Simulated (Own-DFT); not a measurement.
# One trend across several semiconductors

Source: density functional calculations with Own-DFT, an unreviewed in-house program that is no longer used. Nothing was measured or relaxed, and spin and spin-orbit coupling are left out.

Caveats (not all hold for every row): forces on such cells moved up to 12 meV/angstrom on a denser k mesh; forces not confirmed at this smearing and k mesh; k mesh not checked against a denser one; forces on such cells passed a denser k mesh, each cell not checked; stress not checked against mesh or cutoff.

All runs are PBE with PseudoDojo norm-conserving files; cutoff and k mesh are each material's own. Every cell starts from measured lattice constants and was given uniform random strains and small random moves of its atoms. Each triple is the change of volume in per cent, the rms move u in Å and the pressure in GPa.

- 4H SiC (C36Si36), 10.36 Å³/atom unstrained: (-1.90, 0.045, 9.49); (-1.79, 0.051, 9.99); (-1.74, 0.046, 9.03); (-1.33, 0.050, 8.09); (-0.96, 0.049, 7.43); (-0.25, 0.053, 6.39); (2.94, 0.047, -1.33)
- wurtzite AlN (Al36N36), 10.45 Å³/atom unstrained: (-1.73, 0.049, 9.29); (-0.38, 0.051, 6.58); (-0.32, 0.050, 7.07); (-0.01, 0.051, 5.69); (0.57, 0.051, 4.24); (1.82, 0.054, 2.38); (1.96, 0.046, 1.58)
- wurtzite GaN (Ga48N48), 11.42 Å³/atom unstrained: (-3.21, 0.051, 14.38); (-1.55, 0.053, 10.69); (-1.20, 0.048, 9.98); (-0.60, 0.049, 8.30); (-0.45, 0.049, 7.82); (0.14, 0.052, 7.29); (1.91, 0.051, 3.31)
- diamond silicon (Si64), 20.02 Å³/atom unstrained: (-3.07, 0.049, 6.01); (-2.32, 0.049, 5.18); (-0.08, 0.049, 2.66); (1.62, 0.051, 1.17); (2.03, 0.052, 0.97); (2.27, 0.053, 0.70); (3.48, 0.046, -0.59)
- zincblende GaP (Ga32P32), 20.24 Å³/atom unstrained: withheld
- zincblende GaAs (As32Ga32), 22.58 Å³/atom unstrained: (-3.13, 0.052, 7.12); (-2.30, 0.046, 5.84); (-1.71, 0.047, 5.51); (-1.00, 0.050, 5.02); (-0.45, 0.049, 4.41); (1.72, 0.051, 2.74); (2.32, 0.050, 2.57)
- grey tin (Sn64), 34.15 Å³/atom unstrained: (-2.67, 0.047, 5.14); (-1.04, 0.050, 4.30); (-0.79, 0.051, 4.11); (-0.71, 0.050, 4.17); (1.23, 0.051, 3.15); (1.31, 0.047, 3.16); (1.33, 0.051, 2.98)

## What the rows give

Fit a line to each set against the fractional change of volume; B is minus its slope, and u is nearly the same within a set. To take it to zero pressure, assume that B rises by 4 GPa for each GPa: B0 = B - 4 x (mean pressure). The bond length of an ideal tetrahedral crystal with the unstrained volume v is d = (√3/4)(8 v)^(1/3). Cohen's empirical rule reads B0 = (1971 - 220 L) d^(-3.5) GPa, with L = 0 for group IV crystals and SiC and 1 for III-V compounds.

| material | L | d (Å) | B (GPa) | mean P (GPa) | B0 (GPa) | rule (GPa) |
|---|---|---|---|---|---|---|
| 4H SiC (C36Si36) | 0 | 1.888 | 226 ± 9 | 7.0 | 198 ± 9 | 213 |
| wurtzite AlN (Al36N36) | 1 | 1.893 | 207 ± 12 | 5.3 | 186 ± 12 | 188 |
| wurtzite GaN (Ga48N48) | 1 | 1.950 | 216 ± 8 | 8.8 | 181 ± 8 | 169 |
| diamond silicon (Si64) | 0 | 2.352 | 99 ± 3 | 2.3 | 90 ± 3 | 99 |
| zincblende GaP (Ga32P32) | 1 | 2.360 | ? | ? | ? | 87 |
| zincblende GaAs (As32Ga32) | 1 | 2.448 | 81 ± 5 | 4.7 | 62 ± 5 | 76 |
| grey tin (Sn64) | 0 | 2.810 | 52 ± 2 | 3.9 | 36 ± 2 | 53 |

A line through ln[B0/(1971 - 220 L)] against ln d has a slope of -4.4 ± 0.2 and a scatter of 8 %. Against the rule, B0 stands at 93 % for 4H SiC, 99 % for wurtzite AlN, 107 % for wurtzite GaN, 91 % for diamond silicon, 81 % for zincblende GaAs, 68 % for grey tin. PBE tends to make silicon and heavier crystals too soft, and the rule itself is only a guide.

## Test on the hidden row

Question: what B0 does the fitted trend give for zincblende GaP (Ga32P32)?

From the line: 73 GPa. Its own runs give B = 89 ± 3 GPa at a mean pressure of 3.8 GPa, so B0 = 73 GPa.
